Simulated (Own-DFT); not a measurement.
# Strain and stress in wurtzite AlN, 128 atoms (Al64N64)

All numbers below are calculated, not measured. They come from Own-DFT, an in-house plane-wave density functional program, since retired, whose code no person has reviewed. Each row is one single-point run on a periodic cell that was not relaxed, without spin or spin-orbit coupling.

Settings of every run: PBE; PseudoDojo norm-conserving scalar-relativistic files; cutoff 42 hartree; 3 x 3 x 3 k mesh centred on Gamma; Gaussian smearing of 0.01 eV.

Known limits: k mesh not checked against a denser one; stress not checked against mesh or cutoff.

Unstrained cell vectors in Å: (12.448, 0.000, 0.000); (-6.224, 10.780, 0.000); (0.000, 0.000, 9.964). The unstrained cell has measured lattice constants (interpolated for alloys), not those of this functional. That, the random moves and any unrelaxed bonds set the pressure at no strain. Each run strains this cell uniformly, with the atoms carried along. Every atom was also moved at random, by a Gaussian of width 0.05 Å on each axis. Strain is the symmetric tensor, in per cent. Stress is positive in tension, and the pressure is minus a third of its trace.

```
run  e_xx (%)  e_yy (%)  e_zz (%)  e_yz (%)  e_xz (%)  e_xy (%)  s_xx (GPa)  s_yy (GPa)  s_zz (GPa)  s_yz (GPa)  s_xz (GPa)  s_xy (GPa)  P (GPa)  E (meV/atom)
  1      0.71     -1.95     -1.99     -0.25      0.34     -1.40       -7.77      -16.81      -15.81       -0.84        1.10       -6.40    13.46          38.7
  2     -0.39      0.32      1.98     -0.33      1.88     -1.00       -6.15       -4.26        2.03       -0.92        4.71       -2.78     2.79          27.8
  3     -0.36     -1.52     -1.82      0.35      0.98     -0.48      -10.41      -15.49      -16.97        0.60        3.01       -2.21    14.29          31.6
  4     -1.35      0.86     -0.94      1.29     -0.52      0.33      -10.35       -4.13      -12.13        3.86       -1.04        0.58     8.87          12.8
  5     -1.15     -1.60     -1.76      1.95      0.42      1.95      -15.28      -17.23      -16.91        5.59        1.39        9.17    16.47          45.9
  6      0.43     -1.69     -0.93     -0.56      0.96     -1.43       -7.28      -14.62      -10.62       -1.07        2.60       -6.65    10.84          22.4
  7     -1.55     -0.83     -1.85     -1.81      0.59     -1.94      -18.68      -12.76      -16.63       -4.38        1.75       -8.28    16.02          57.4
  8      0.43     -0.73     -1.59      0.63     -0.91      0.99       -4.25      -11.92      -14.58        0.89       -1.61        4.04    10.25          26.6
  9     -0.31     -0.92      1.47     -1.41      1.58     -0.27       -7.41       -9.42        0.08       -3.77        3.47        0.45     5.58           7.2
 10     -0.70     -1.57      1.81      1.74     -0.29      1.86      -10.49      -12.98        1.23        4.57       -0.98        6.49     7.41          24.6
 11      0.61     -1.31      0.82     -1.10     -1.38      0.57       -3.22      -13.08       -1.33       -3.27       -3.32        1.61     5.88          14.5
 12     -1.11     -1.86      1.58     -1.05     -0.13      1.62      -11.93      -16.02       -2.09       -2.60       -0.42        5.51    10.01          38.1
 13     -0.09      0.64     -0.65      0.14     -0.36      1.05       -3.84       -4.08       -9.34        0.72       -0.27        2.14     5.75           0.0
 14      0.68     -1.88      0.01      0.88      1.80      1.25       -4.23      -14.05       -6.26        2.43        3.80        5.55     8.18          15.7
 15     -0.73      0.81     -1.20      0.43     -0.40     -0.93       -8.29       -4.16      -11.58        1.07       -0.52       -4.07     8.01           6.3
 16     -1.69      0.15     -1.35     -1.61     -1.15     -1.44           ?           ?           ?           ?           ?           ?        ?             ?
```

E is the free energy for each atom above the lowest run shown.

## Worked fit

Each stress component was fitted by least squares to a constant and the strains of the runs shown, as fractions, with shears doubled. Shear strains stay in the fit of a normal stress only where such slopes are resolved. The slopes, in GPa:

| stress | at no strain | per e_xx | per e_yy | per e_zz | scatter |
|---|---|---|---|---|---|
| s_xx | -4.8 | 551 ± 43 | 200 ± 32 | 85 ± 21 | 1.17 |
| s_yy | -6.7 | 78 ± 27 | 479 ± 20 | 74 ± 13 | 0.73 |
| s_zz | -6.3 | 126 ± 27 | 53 ± 20 | 473 ± 13 | 0.74 |

Each shear stress against twice its own strain: yz 131 ± 7, xz 117 ± 5, xy 207 ± 19 GPa. These are stiffnesses along x, y and z of the frame in which the cell vectors are given, which need not be the crystal's axes. The atoms are held to the strained lattice; where symmetry lets them move under strain, relaxing them would lower some slopes. The table should be nearly symmetric about its diagonal, and what it lacks of that shows the noise. A ninth of its sum, 235 ± 7 GPa, estimates the bulk modulus near the mean pressure of these runs, 9.6 GPa, so it lies above the value at zero pressure.

## Withheld run

Question: what normal stresses and pressure should run 16 give?

The fit gives s_xx = -14.9, s_yy = -8.3, s_zz = -14.7 and P = 12.6 GPa. The calculation gave -15.57, -7.48, -14.23 and P = 12.43 GPa.
